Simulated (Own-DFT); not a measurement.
# A layer strained by its substrate: wurtzite AlGaN with randomly placed atoms, 72 atoms (Al27Ga9N36)

Source: density functional calculations with Own-DFT, an unreviewed in-house program that is no longer used. Nothing was measured or relaxed, and spin and spin-orbit coupling are left out.

Common settings: PBE; PseudoDojo norm-conserving scalar-relativistic files; cutoff 42 hartree; 4 x 4 x 3 k mesh centred on Gamma; Fermi-Dirac smearing of 0.1 eV.

Keep in mind: forces on such cells passed a denser k mesh, each cell not checked; stress not checked against mesh or cutoff.

Unstrained cell vectors in Å: (9.394, 0.000, 0.000); (-4.697, 8.135, 0.000); (0.000, 0.000, 10.066). The unstrained cell has measured lattice constants (interpolated for alloys), not those of this functional. That, the random moves and any unrelaxed bonds set the pressure at no strain. Each run strains x and y alike by e, as a substrate would, and holds the height along z. Each atom got a random Gaussian move of width 0.05 Å along each axis. The random placing of the alloy's atoms differs from row to row. Stress is positive in tension.

| e (%) | u (Å) | (s_xx + s_yy)/2 (GPa) | s_zz (GPa) |
|---|---|---|---|
| -2.50 | 0.049 | -23.39 | -9.82 |
| -2.00 | 0.054 | ? | ? |
| -1.75 | 0.049 | -17.54 | -9.32 |
| -1.25 | 0.055 | -14.08 | -8.31 |
| -1.00 | 0.050 | -12.64 | -8.76 |
| -0.50 | 0.051 | -9.44 | -8.19 |
| -0.25 | 0.047 | -7.61 | -6.94 |
| 0.75 | 0.050 | -2.02 | -5.23 |
| 2.50 | 0.048 | 6.09 | -2.36 |
| 2.75 | 0.049 | 7.29 | -2.98 |

## Worked fit

With e as a fraction, the in-plane stress is -6.2 + 590 e - 3701 e² GPa (errors 3 and 188, scatter 0.15), and s_zz is -6.7 + 149 e GPa (slope ± 10, scatter 0.53). At e = 0 the first slope is C11 + C12 and the second 2 C13, both with the ions held to the strained lattice and at the cell's own pressure. The term in e² is negative: the layer stiffens under compression and softens under tension. A free layer would change its height as e changes, and the in-plane slope would drop by 2 C13²/C33 to the biaxial modulus. At fixed height, a misfit of 1 % moves the in-plane stress by about 5.9 GPa and s_zz by 1.5 GPa.

## Withheld run

The question: what are the two stresses at e = -2.00 %?

The fitted form gives -19.5 and -9.6 GPa. The calculation gave -20.52 and -9.98 GPa. That is outside the usual scatter, by luck or through something left out of the fit.
